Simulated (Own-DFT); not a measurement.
# How strain changes the stress of wurtzite AlN, 72 atoms (Al36N36)

Calculated results; nothing here was measured. They come from Own-DFT, an in-house plane-wave density functional program, since retired, whose code no person has reviewed. Each row is one single-point run on a periodic cell that was not relaxed, without spin or spin-orbit coupling.

Settings of every run: PBE; PseudoDojo norm-conserving scalar-relativistic files; cutoff 42 hartree; 3 x 3 x 2 k mesh centred on Gamma; Fermi-Dirac smearing of 0.1 eV.

Known limits: forces on such cells moved up to 12 meV/angstrom on a denser k mesh; stress not checked against mesh or cutoff.

Unstrained cell vectors in Å: (9.336, 0.000, 0.000); (-4.668, 8.085, 0.000); (0.000, 0.000, 9.964). The unstrained cell has measured lattice constants (interpolated for alloys), not those of this functional. That, the random moves and any unrelaxed bonds set the pressure at no strain. Each run strains this cell uniformly, with the atoms carried along. Every atom was also moved at random, by a Gaussian of width 0.05 Å on each axis. Strain is the symmetric tensor, in per cent. Stress is positive in tension, and the pressure is minus a third of its trace.

```
run  e_xx (%)  e_yy (%)  e_zz (%)  s_xx (GPa)  s_yy (GPa)  s_zz (GPa)  P (GPa)  E (meV/atom)
  1      3.00      3.00      0.00        9.96        9.77       -2.56    -5.72           3.1
  2      2.75      2.75      0.00        8.36        8.63       -2.20    -4.93           0.0
  3     -1.50     -1.50      0.00      -15.29      -14.40       -7.71    12.47          13.6
  4     -1.00     -1.00      0.00      -10.85      -13.25       -6.25    10.12           7.0
  5     -2.00     -2.00      0.00      -16.88      -19.25       -9.28    15.14          27.6
  6     -2.75     -2.75      0.00      -23.23      -27.37       -7.94    19.51          52.2
  7      1.25      1.25      0.00        1.08        1.61       -5.25     0.85           3.7
  8     -2.50     -2.50      0.00      -18.99      -22.09      -12.14    17.74          39.4
  9     -0.75     -0.75      0.00           ?           ?           ?        ?             ?
```

E is the free energy for each atom above the lowest run shown.

## Worked fit

The change of volume is close to e_xx + e_yy + e_zz. A straight line through the runs shown gives P = 6.78 - 214 x (fractional change of volume) GPa, with an error of 6 on the slope and a scatter of 0.75 GPa. The strain isn't the same on all axes and the cell isn't cubic, so the slope belongs to this path and is not the bulk modulus.

## Withheld run

Question: what pressure should run 9 give? Its volume changes by -1.49 %.

The line gives 10.0 GPa. The calculation gave 9.20 GPa.
